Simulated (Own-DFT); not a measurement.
# One host, several defects: C40 NbSi2

Calculated, not measured: single-point runs of Own-DFT, a retired in-house plane-wave DFT program that no person has reviewed, on unrelaxed cells, without spin or spin-orbit coupling.

Method: PBE; PseudoDojo norm-conserving scalar-relativistic files; cutoff 42 hartree; 4 x 4 x 5 k mesh centred on Gamma; cold (Marzari-Vanderbilt) smearing of 0.2 eV.

Keep in mind: forces on such cells failed a check on a denser k mesh; stress not checked against mesh or cutoff.

All runs share one cell, with vectors in Å (0.000, 8.324, 0.000); (-9.613, 0.000, 0.000); (0.000, 0.000, 6.586) and a volume of 527.0 Å³. The atoms are randomly displaced, by u rms on each axis. The defect's site can differ from row to row.

| cell | formula | u (Å) | P (GPa) |
|---|---|---|---|
| no defect | Nb12Si24 | 0.0190 | 1.49 |
| no defect | Nb12Si24 | 0.0197 | 1.53 |
| no defect | Nb12Si24 | 0.0565 | 3.12 |
| one Si vacancy | Nb12Si23 | 0.0315 | 1.04 |
| one Si vacancy | Nb12Si23 | 0.0488 | 1.67 |
| one Si vacancy | Nb12Si23 | 0.0531 | 1.73 |
| two Si on a Nb site each | Nb10Si26 | 0.0298 | 1.71 |
| two Si on a Nb site each | Nb10Si26 | 0.0319 | ? |
| two Si on a Nb site each | Nb10Si26 | 0.0488 | 2.51 |
| two Si on a Nb site each | Nb10Si26 | 0.0505 | 2.57 |
| two Nb vacancies | Nb10Si24 | 0.0285 | 0.09 |
| two Nb vacancies | Nb10Si24 | 0.0320 | 0.07 |
| two Nb vacancies | Nb10Si24 | 0.0576 | 0.95 |
| two Nb on a Si site each | Nb14Si22 | 0.0276 | 7.39 |
| two Nb on a Si site each | Nb14Si22 | 0.0508 | 8.16 |
| two Nb on a Si site each | Nb14Si22 | 0.0532 | 8.57 |

## Working it out

P = P0 + c u² + a shift for each defect gives P0 = 1.41 GPa, c = 483 ± 36 GPa/Å² and a scatter of 0.14 GPa. The shifts, and each times the cell's volume:

- two Nb on a Si site each: 5.63 ± 0.12 GPa, 18.5 eV (9.3 eV for each of its 2 sites)
- two Si on a Nb site each: -0.09 ± 0.12 GPa, -0.3 eV (-0.1 eV for each of its 2 sites) (not resolved)
- one Si vacancy: -0.93 ± 0.12 GPa, -3.1 eV
- two Nb vacancies: -1.87 ± 0.11 GPa, -6.2 eV (-3.1 eV for each of its 2 sites)

Against the defect-free cell, a freed cell would be larger where the shift is positive and smaller where it is negative (160.2 GPa Å³ is 1 eV). The atoms around the defects weren't relaxed, which would change these numbers.

## Check

Asked: what pressure belongs in the blank (two Si on a Nb site each, u = 0.0319 Å)?

The fit gives 1.82 ± 0.16 GPa. The calculation gave 1.96 GPa.
